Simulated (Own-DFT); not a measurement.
Simulation results for Hf₃₆O₇₁ (tetragonal hafnia with one neutral oxygen vacancy, atoms displaced)

All values are calculated (Own-DFT development build). A calculation, not a measurement: plane-wave PBE and HSE06 DFT by an unreviewed code, no spin, of a simulated cell at Gamma alone, so results move with cell size and shape, stress positive in tension, energies less offsets, not probed for a lower state with spin; hafnium file: forces about 75 meV/angstrom off all-electron values; oxygen file: force components 24 meV/angstrom off all-electron in a glass; k mesh not checked against a denser one; forces and stress are PBE's, HSE06 gives the energy alone, and its difference from PBE has offsets of its own; offsets are fitted by least squares, one for each functional and potential file, so energies compare only between cells with the same atoms and settings and are not formation energies; the far tail of each file's local potential was reset to the Coulomb form; each entry is a single point on an unrelaxed cell, so the pressure reflects the starting lattice, taken from the Materials Project, from which strain is counted, and rises with the displacements; printed positions are rounded, which can move forces by about a meV/angstrom; the program is a retired in-house code; no spin-orbit coupling.

### Hf₃₆O₇₁ (tetragonal hafnia with one neutral oxygen vacancy, atoms displaced)

```
CELL_PARAMETERS angstrom
10.78000 0.00000 0.00000
0.00000 10.78000 0.00000
0.00000 0.00000 10.44930
ATOMIC_POSITIONS crystal
Hf 0.99963 0.98681 0.00356
Hf 0.17472 0.17545 0.24541
O 0.99701 0.17314 0.14436
O 0.16347 0.99109 0.35074
O 0.01174 0.16929 0.39216
O 0.16048 0.00258 0.10322
Hf 0.99706 0.01138 0.50167
Hf 0.16509 0.16161 0.74416
O 0.00105 0.16545 0.64304
O 0.18757 0.98905 0.84620
O 0.00566 0.15750 0.90189
O 0.16761 0.99628 0.60043
Hf 0.00549 0.32563 0.00258
Hf 0.14860 0.49998 0.25893
O 0.00286 0.50635 0.15879
O 0.17960 0.33616 0.34337
O 0.00213 0.49450 0.40757
O 0.16284 0.32736 0.10305
Hf 0.00536 0.33235 0.49223
Hf 0.18303 0.50311 0.74012
O 0.00769 0.50753 0.65196
O 0.17369 0.33417 0.85730
O 0.00317 0.50060 0.88944
O 0.16857 0.35014 0.59109
Hf 0.01308 0.65527 0.99801
Hf 0.17058 0.83720 0.26399
O 0.00033 0.83918 0.14107
O 0.16651 0.66645 0.34585
O 0.99743 0.83563 0.39960
O 0.16347 0.68347 0.10622
Hf 0.01364 0.66864 0.50557
Hf 0.17856 0.83652 0.74647
O 0.99300 0.82147 0.64448
O 0.16089 0.66705 0.84054
O 0.00937 0.83164 0.90362
O 0.16939 0.66922 0.59547
Hf 0.32824 0.99282 0.00918
Hf 0.48728 0.17607 0.25902
O 0.31999 0.16180 0.13960
O 0.49889 0.98719 0.34887
O 0.34525 0.17294 0.39448
O 0.49542 0.99925 0.10531
Hf 0.34105 0.99810 0.49979
Hf 0.49606 0.17643 0.74415
O 0.33234 0.17138 0.65905
O 0.49510 0.00747 0.85495
O 0.34065 0.16738 0.89950
O 0.49415 0.00659 0.60329
Hf 0.32774 0.32373 0.99449
Hf 0.51154 0.49621 0.24694
O 0.33340 0.49851 0.15215
O 0.50903 0.33848 0.35272
O 0.33442 0.49538 0.40245
O 0.50343 0.34145 0.09656
Hf 0.32921 0.33282 0.49688
Hf 0.50154 0.49620 0.76284
O 0.33376 0.49812 0.66258
O 0.49815 0.35296 0.84885
O 0.33621 0.50673 0.90841
O 0.49882 0.32756 0.58454
Hf 0.33391 0.67063 0.99268
Hf 0.49218 0.82101 0.26154
O 0.33151 0.83624 0.16823
O 0.49894 0.67288 0.34377
O 0.33573 0.84110 0.41140
O 0.49326 0.67125 0.10679
Hf 0.34927 0.66689 0.51469
Hf 0.48778 0.84672 0.74797
O 0.33635 0.84904 0.64705
O 0.49270 0.66365 0.85740
O 0.34415 0.84927 0.90544
O 0.49853 0.66325 0.60053
Hf 0.66491 0.98795 0.00456
Hf 0.84152 0.16919 0.24169
O 0.67070 0.17291 0.15863
O 0.83946 0.01624 0.34341
O 0.66118 0.15724 0.40231
O 0.82609 0.99520 0.09895
Hf 0.66240 0.99227 0.49900
Hf 0.83462 0.16302 0.75698
O 0.64793 0.15704 0.65248
O 0.82208 0.99835 0.86168
O 0.66591 0.16775 0.91399
O 0.83365 0.98422 0.59736
Hf 0.66576 0.33986 0.98508
Hf 0.84146 0.49936 0.25349
O 0.66987 0.50364 0.15322
O 0.82621 0.34106 0.33883
O 0.68233 0.49623 0.41633
O 0.83500 0.32976 0.11101
Hf 0.66730 0.33190 0.49986
Hf 0.83353 0.49770 0.74570
O 0.65875 0.50612 0.67075
O 0.82903 0.33977 0.85559
O 0.81634 0.32327 0.60048
Hf 0.67541 0.66052 0.00407
Hf 0.84197 0.83991 0.24703
O 0.66616 0.83674 0.15540
O 0.82029 0.66174 0.33491
O 0.65630 0.83249 0.39953
O 0.82856 0.67400 0.08767
Hf 0.65494 0.66772 0.49814
Hf 0.83186 0.83278 0.74618
O 0.65857 0.83544 0.65277
O 0.82476 0.65320 0.83571
O 0.66734 0.83706 0.90048
O 0.84499 0.65497 0.60884
```

* first functional: PBE
* second functional: HSE06
* exact exchange share: 0.25
* screening: 0.11 1/bohr
* exchange divergence: Gygi-Baldereschi
* potential files: PseudoDojo norm-conserving, scalar-relativistic, made for PBE, standard set
* wave cutoff: 48 hartree
* occupations: fixed
* k mesh: 1 x 1 x 1 centred on Gamma
* PBE energy of cell above offsets: -88.269 eV
* HSE06 less PBE above offsets: 0.542 eV
* PBE pressure: 5.07 GPa
* PBE stress xx: -5.3 GPa
* PBE stress yy: -5.22 GPa
* PBE stress zz: -4.68 GPa
* PBE stress yz: -0.43 GPa
* PBE stress xz: 0.1 GPa
* PBE stress xy: -0.03 GPa

Force:
```tsv
element	x (eV/Å)	y (eV/Å)	z (eV/Å)
Hf	-1.05	0.245	0.801
Hf	-2.765	-1.898	-0.245
O	1.939	-0.405	-0.048
O	0.535	3.785	1.15
O	-0.019	0.897	0.828
O	0.298	-0.109	-0.308
Hf	0.28	-2.041	-1.44
Hf	0.792	-0.354	2.206
O	-0.471	0.264	0.425
O	-1.302	2.551	-0.214
O	-0.128	0.664	-1.328
O	-0.487	0.685	-0.082
Hf	-1.768	0.131	-0.68
Hf	5.757	1.475	-0.497
O	-1.212	0.159	-2.357
O	-0.888	-0.737	1.165
O	0.148	0.732	-1.195
O	0.255	0.378	0.03
Hf	-1.407	-0.208	1.47
Hf	-5.764	-0.592	3.553
O	0.033	-1.167	-0.604
O	-0.221	-0.561	-1.582
O	0.093	-0.962	2.181
O	-0.742	-1.359	0.461
Hf	-1.174	1.463	-0.475
Hf	-1.311	-1.777	-2.463
O	-0.268	-0.052	1.708
O	-0.504	-0.246	1.231
O	-0.461	-0.211	0.208
O	0.581	-1.225	-1.656
Hf	-2.898	0.54	0.077
Hf	-3.497	-0.735	0.195
O	2.061	0.926	1.071
O	1.36	0.765	0.504
O	-0.636	-0.567	-1.172
O	3.089	0.179	0.888
Hf	1.648	2.897	1.198
Hf	4.031	-2.057	-2.359
O	2.485	1.066	0.75
O	-0.649	2.777	1.282
O	-1.216	-1.129	0.426
O	-0.314	0.464	-0.664
Hf	-0.67	1.308	-0.712
Hf	0.028	-1.108	2.466
O	-1.667	0.264	-1.663
O	0.554	-0.386	-1.596
O	-0.428	-0.316	0.075
O	0.422	-0.652	-0.111
Hf	0.573	2.272	1.346
Hf	-3.067	0.199	-1.455
O	-0.776	-0.01	0.969
O	-0.201	-0.057	-0.926
O	0.502	1.599	1.704
O	-0.819	-0.708	0.004
Hf	1.613	1.297	-0.347
Hf	0.095	5.612	-1.469
O	3.788	0.433	-2.943
O	0.486	-6.33	2.118
O	-1.184	-1.216	-0.646
O	-0.681	0.26	1.77
Hf	1.18	-0.873	2.519
Hf	1.881	4.862	-4.725
O	-0.782	0.467	-1.351
O	0.265	-5.689	4.339
O	-0.293	-3.039	-0.007
O	0.662	-0.167	-0.964
Hf	-4.148	-1.097	-4.105
Hf	3.686	0.442	3.412
O	-0.553	-1.57	-0.318
O	0.11	1.382	-1.236
O	-0.29	-4.628	-1.579
O	1.251	0.515	1.263
Hf	-1.769	1.458	1.099
Hf	-3.325	1.357	-0.624
O	-1.109	-0.202	0.57
O	0.366	-2.898	1.61
O	-0.369	0.898	0.96
O	2.193	0.176	0.478
Hf	-0.338	1.451	-0.383
Hf	-1.91	0.369	0.823
O	3.935	-0.005	0.293
O	1.44	0.505	-2.235
O	0.05	0.552	-1.608
O	-0.163	1.168	0.362
Hf	0.809	-0.762	3.069
Hf	-2.439	0.175	-1.019
O	0.856	0.324	-0.458
O	0.969	-2.36	2.437
O	-1.465	1.714	-0.381
O	0.717	1.443	-2.801
Hf	-1.325	-1.794	-1.4
Hf	1.058	0.601	-0.583
O	0.813	-0.371	-1.126
O	0.219	-1.996	-0.562
O	3.468	-0.142	0.786
Hf	-2.766	0.78	-1.298
Hf	-1.061	-0.126	-0.441
O	0.023	-0.301	0.365
O	0.597	1.88	0.836
O	1.067	-0.567	1.017
O	3.387	-0.262	0.553
Hf	3.805	-0.251	0.187
Hf	-0.666	-1.291	0.563
O	0.102	-0.397	-0.393
O	-0.696	2.471	1.99
O	-0.1	-2.122	-0.31
O	-2.138	0.814	-2.647
```
